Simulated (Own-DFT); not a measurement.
# How strain changes the stress of wurtzite AlGaN with randomly placed atoms, 128 atoms (Al48Ga16N64)

Calculated results; nothing here was measured. They come from Own-DFT, an in-house plane-wave density functional program, since retired, whose code no person has reviewed. Each row is one single-point run on a periodic cell that was not relaxed, without spin or spin-orbit coupling.

Settings of every run: PBE; PseudoDojo norm-conserving scalar-relativistic files (stringent for Ga); cutoff 96 hartree; 3 x 3 x 3 k mesh centred on Gamma; Gaussian smearing of 0.01 eV.

Known limits: k mesh not checked against a denser one; stress not checked against mesh or cutoff.

Unstrained cell vectors in Å: (12.525, 0.000, 0.000); (-6.263, 10.847, 0.000); (0.000, 0.000, 10.066). The unstrained cell has measured lattice constants (interpolated for alloys), not those of this functional. That, the random moves and any unrelaxed bonds set the pressure at no strain. Each run strains this cell uniformly, with the atoms carried along. Every atom was also moved at random, by a Gaussian of width 0.05 Å on each axis. The random placing of the alloy's atoms differs from row to row. Strain is the symmetric tensor, in per cent. Stress is positive in tension, and the pressure is minus a third of its trace.

```
run,e_xx (%),e_yy (%),e_zz (%),s_xx (GPa),s_yy (GPa),s_zz (GPa),P (GPa),E (meV/atom)
1,0.75,0.75,0.00,-2.30,-1.67,-5.23,3.07,2.3
2,-2.75,-2.75,0.00,-25.38,-23.79,-11.29,20.15,74.6
3,1.50,1.50,0.00,-0.17,3.04,-3.79,0.31,0.0
4,1.25,1.25,0.00,-0.33,1.33,-5.77,1.59,8.6
5,-2.25,-2.25,0.00,-19.45,-21.57,-10.18,17.07,45.8
6,-1.00,-1.00,0.00,-11.85,-12.16,-7.68,10.56,19.0
7,2.00,2.00,0.00,1.95,4.67,-2.48,-1.38,10.6
8,2.50,2.50,0.00,5.74,5.98,-3.20,-2.84,18.9
9,1.75,1.75,0.00,?,?,?,?,?
```

E is the free energy for each atom above the lowest run shown.

## Worked fit

The change of volume is close to e_xx + e_yy + e_zz. A straight line through the runs shown gives P = 7.24 - 219 x (fractional change of volume) GPa, with an error of 8 on the slope and a scatter of 0.83 GPa. The strain isn't the same on all axes and the cell isn't cubic, so the slope belongs to this path and is not the bulk modulus.

## Withheld run

Question: what pressure should run 9 give? Its volume changes by 3.53 %.

The line gives -0.5 GPa. The calculation gave -0.33 GPa.
